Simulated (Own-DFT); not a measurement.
## Calculated data, Hf$_{36}$O$_{71}$ (tetragonal hafnia with one neutral oxygen vacancy, atoms displaced)

A calculation, not a measurement: plane-wave PBE and HSE06 DFT by an unreviewed code, no spin, of a simulated cell at Gamma alone, so results move with cell size and shape, stress positive in tension, energies less offsets, not probed for a lower state with spin; hafnium file: forces about 75 meV/angstrom off all-electron values; oxygen file: force components 24 meV/angstrom off all-electron in a glass; k mesh not checked against a denser one; forces and stress are PBE's, HSE06 gives the energy alone, and its difference from PBE has offsets of its own; offsets are fitted by least squares, one for each functional and potential file, so energies compare only between cells with the same atoms and settings and are not formation energies; the far tail of each file's local potential was reset to the Coulomb form; each entry is a single point on an unrelaxed cell, so the pressure reflects the starting lattice, taken from the Materials Project, from which strain is counted, and rises with the displacements; printed positions are rounded, which can move forces by about a meV/angstrom; the program is a retired in-house code; no spin-orbit coupling. Program: Own-DFT development build.

Hf$_{36}$O$_{71}$ (tetragonal hafnia with one neutral oxygen vacancy, atoms displaced)

```
Hf36O71
1.0
     10.7800     0.0000     0.0000
      0.0000    10.7800     0.0000
      0.0000     0.0000    10.4493
Hf O Hf O Hf O Hf O Hf O Hf O Hf O Hf O Hf O Hf O Hf O Hf O Hf O Hf O Hf O Hf O Hf O Hf O
2 4 2 4 2 4 2 4 2 4 2 4 2 4 2 4 2 4 2 4 2 4 2 4 2 4 2 4 2 4 2 4 2 3 2 4
Direct
  0.99365 0.01004 0.00149
  0.16005 0.15837 0.26476
  0.00878 0.16494 0.15405
  0.17392 0.00341 0.34943
  0.99538 0.16609 0.41106
  0.18197 0.99947 0.09054
  0.00797 0.01167 0.51780
  0.16793 0.16516 0.74194
  0.00216 0.15963 0.65061
  0.15727 0.00320 0.83973
  0.99859 0.16823 0.90075
  0.16301 0.00972 0.59627
  0.00464 0.33308 0.99349
  0.18011 0.49402 0.25398
  0.99007 0.50196 0.15739
  0.17236 0.32109 0.34226
  0.00711 0.50232 0.40409
  0.15897 0.33288 0.09858
  0.00835 0.34357 0.49717
  0.16631 0.49815 0.74220
  0.99371 0.51586 0.65630
  0.18064 0.32021 0.83712
  0.99851 0.50984 0.90845
  0.17451 0.32925 0.60882
  0.99196 0.66361 0.01487
  0.16741 0.83658 0.26075
  0.99585 0.82767 0.15324
  0.15946 0.67620 0.33627
  0.99842 0.83096 0.40480
  0.17086 0.67731 0.09726
  0.99057 0.67713 0.49161
  0.16855 0.82805 0.74529
  0.99575 0.83660 0.64782
  0.16316 0.66466 0.84551
  0.99333 0.82765 0.90522
  0.17032 0.66808 0.59636
  0.32935 0.98903 0.99029
  0.49609 0.17150 0.26012
  0.33871 0.16989 0.14753
  0.49215 0.00230 0.35919
  0.33935 0.16294 0.39034
  0.51542 0.01250 0.10011
  0.33667 0.99699 0.50062
  0.51122 0.16546 0.76075
  0.33622 0.17455 0.66032
  0.49972 0.00195 0.84684
  0.32547 0.16801 0.90599
  0.49652 0.00539 0.59854
  0.33465 0.33852 0.00696
  0.49783 0.51477 0.24042
  0.32315 0.49663 0.15511
  0.49663 0.32932 0.33820
  0.33616 0.50206 0.40805
  0.50478 0.32037 0.09659
  0.33196 0.34636 0.49053
  0.50182 0.49219 0.74132
  0.32955 0.50788 0.66035
  0.49761 0.33733 0.84787
  0.32597 0.48901 0.89663
  0.50481 0.32706 0.61095
  0.33038 0.66582 0.99896
  0.50035 0.83075 0.25656
  0.32875 0.82898 0.15552
  0.50134 0.66886 0.35554
  0.33165 0.83769 0.39029
  0.50672 0.67524 0.09199
  0.32570 0.66472 0.50120
  0.50486 0.82814 0.74619
  0.33123 0.83744 0.65424
  0.50280 0.65497 0.84704
  0.34263 0.83279 0.89768
  0.50004 0.66354 0.58975
  0.66981 0.00002 0.00434
  0.83648 0.15648 0.25156
  0.68001 0.17909 0.15921
  0.83591 0.99565 0.35136
  0.65384 0.17218 0.39827
  0.82356 0.00607 0.09717
  0.68063 0.99236 0.47923
  0.83588 0.17028 0.75659
  0.67196 0.15756 0.65561
  0.83461 0.00851 0.84046
  0.67201 0.16922 0.90101
  0.83279 0.99662 0.59802
  0.65855 0.32214 0.00417
  0.83555 0.49999 0.24816
  0.67577 0.50737 0.16605
  0.81981 0.33013 0.33696
  0.66758 0.50525 0.39338
  0.82464 0.34115 0.10279
  0.67263 0.33216 0.49983
  0.83891 0.50532 0.76188
  0.66722 0.50296 0.65790
  0.83618 0.33614 0.84532
  0.65595 0.49526 0.89345
  0.83373 0.33063 0.60899
  0.66079 0.66230 0.99196
  0.81968 0.83391 0.25822
  0.84064 0.68626 0.35267
  0.66159 0.83378 0.38975
  0.83135 0.66693 0.10047
  0.65565 0.66452 0.50525
  0.84082 0.83284 0.76327
  0.66241 0.82960 0.64326
  0.83327 0.66749 0.84846
  0.65046 0.82854 0.89097
  0.83560 0.65281 0.59518
```

```
first functional                 : PBE
second functional                : HSE06
exact exchange share             : 0.25
screening                        : 0.11 1/bohr
exchange divergence              : Gygi-Baldereschi
potential files                  : PseudoDojo norm-conserving, scalar-relativistic, made for PBE, standard set
wave cutoff                      : 48 hartree
occupations                      : fixed
k mesh                           : 1 x 1 x 1 centred on Gamma
PBE energy of cell above offsets : -88.835 eV
HSE06 less PBE above offsets     : 0.568 eV
PBE pressure                     : 4.82 GPa
PBE stress xx                    : -3.67 GPa
PBE stress yy                    : -5.79 GPa
PBE stress zz                    : -5.01 GPa
PBE stress yz                    : 0.6 GPa
PBE stress xz                    : 1.43 GPa
PBE stress xy                    : -0.2 GPa
```

Force:
```csv
element,x (eV/Å),y (eV/Å),z (eV/Å)
Hf,2.049,-2.019,-0.126
Hf,2.949,-0.114,-3.759
O,-1.983,-0.885,-0.47
O,-0.961,-1.269,1.374
O,0.487,1.49,-1.237
O,-3.797,-0.047,1.019
Hf,-3.423,-2.044,-1.474
Hf,2.244,-0.494,0.995
O,-0.964,0.71,0.296
O,0.27,-2.146,0.65
O,-0.322,0.289,0.441
O,3.188,-0.907,0.677
Hf,-1.579,0.965,0.827
Hf,-5.709,0.92,0.011
O,3.615,0.282,-0.582
O,0.063,3.437,2.337
O,0.138,-0.534,-0.21
O,0.871,1.237,-0.006
Hf,-1.729,-1.257,1.868
Hf,-0.649,-0.301,2.35
O,2.188,-1.744,-0.342
O,-2.129,3.257,1.585
O,0.203,-2.352,-0.587
O,-1.547,1.615,-3.173
Hf,1.719,1.744,-0.092
Hf,-1.04,0.887,-3.119
O,-0.124,1.192,0.786
O,1.11,-3.829,1.846
O,1.243,3.383,-0.332
O,-0.413,-1.325,-0.411
Hf,0,-1.078,1.704
Hf,-1.258,0.221,1.095
O,0.962,-0.517,0.898
O,0.997,0.536,-0.3
O,-0.475,1.323,-0.124
O,-1.094,0.145,-0.319
Hf,2.029,3.862,0.754
Hf,-0.325,-2.772,-2.601
O,-1.27,0.37,1.31
O,0.877,-1.588,-1.312
O,-0.834,1.23,2.134
O,-1.261,-1.25,0.287
Hf,1.595,1.543,0.452
Hf,-1.768,0.162,-2.163
O,0.207,-0.754,-0.896
O,0.194,-1.085,0.251
O,0.793,-0.801,0.543
O,0.689,-0.823,-0.233
Hf,-0.732,-4.025,-1.64
Hf,3.389,-1.618,1.383
O,3.945,0.455,-1.525
O,-0.743,4.891,1.689
O,-0.812,1.636,-2.286
O,-1.478,1.72,0.735
Hf,1.877,-6.148,3.058
Hf,0.586,-0.476,1.722
O,0.772,-0.005,-2.575
O,0.121,-1.087,1.075
O,-0.106,2.36,1.431
O,-0.407,1.292,-2.657
Hf,-0.837,0.543,-1.489
Hf,-0.61,2.316,-1.189
O,2.064,-0.045,-0.617
O,-0.682,-0.646,-1.335
O,-0.024,-1.532,1.951
O,-1.917,-0.874,1.803
Hf,0.777,2.5,0.411
Hf,-0.047,1.306,0.524
O,0.227,-0.456,-1.077
O,-0.793,1.125,-0.49
O,-0.65,-2.076,-0.337
O,-2.699,0.113,1.393
Hf,-2.651,-0.504,-1.571
Hf,-0.299,2.464,-0.568
O,-1.442,-0.748,-0.621
O,-0.707,0.608,0.079
O,1.27,-1.457,1.045
O,2.553,-0.263,0.871
Hf,-1.974,2.599,3.882
Hf,-0.656,1.187,-2.396
O,0.163,0.706,-0.043
O,0.233,-2.518,2.059
O,-0.251,-0.736,0.188
O,0.069,-0.169,-0.492
Hf,2.437,1.655,-0.398
Hf,-0.837,-0.362,1.306
O,-4.028,0.453,-2.28
O,1.142,0.068,1.789
O,-0.494,-0.436,1.847
O,2.15,0.027,-1.626
Hf,0.061,0.19,0.486
Hf,-1.245,-0.927,-1.771
O,0.435,0.27,-1.41
O,0.593,0.021,1.127
O,1.117,0.075,1.944
O,0.929,0.347,-2.227
Hf,1.533,-0.419,-0.844
Hf,1.517,-0.311,-3.224
O,-0.344,-3.492,0.33
O,-0.128,-1.057,-0.25
O,-1.952,0.386,0.098
Hf,3.553,-0.498,-0.374
Hf,-0.312,0.825,-1.943
O,1.044,-0.311,-0.111
O,-0.701,0.438,1.137
O,1.494,0.657,1.407
O,-1.514,1.095,-0.021
```
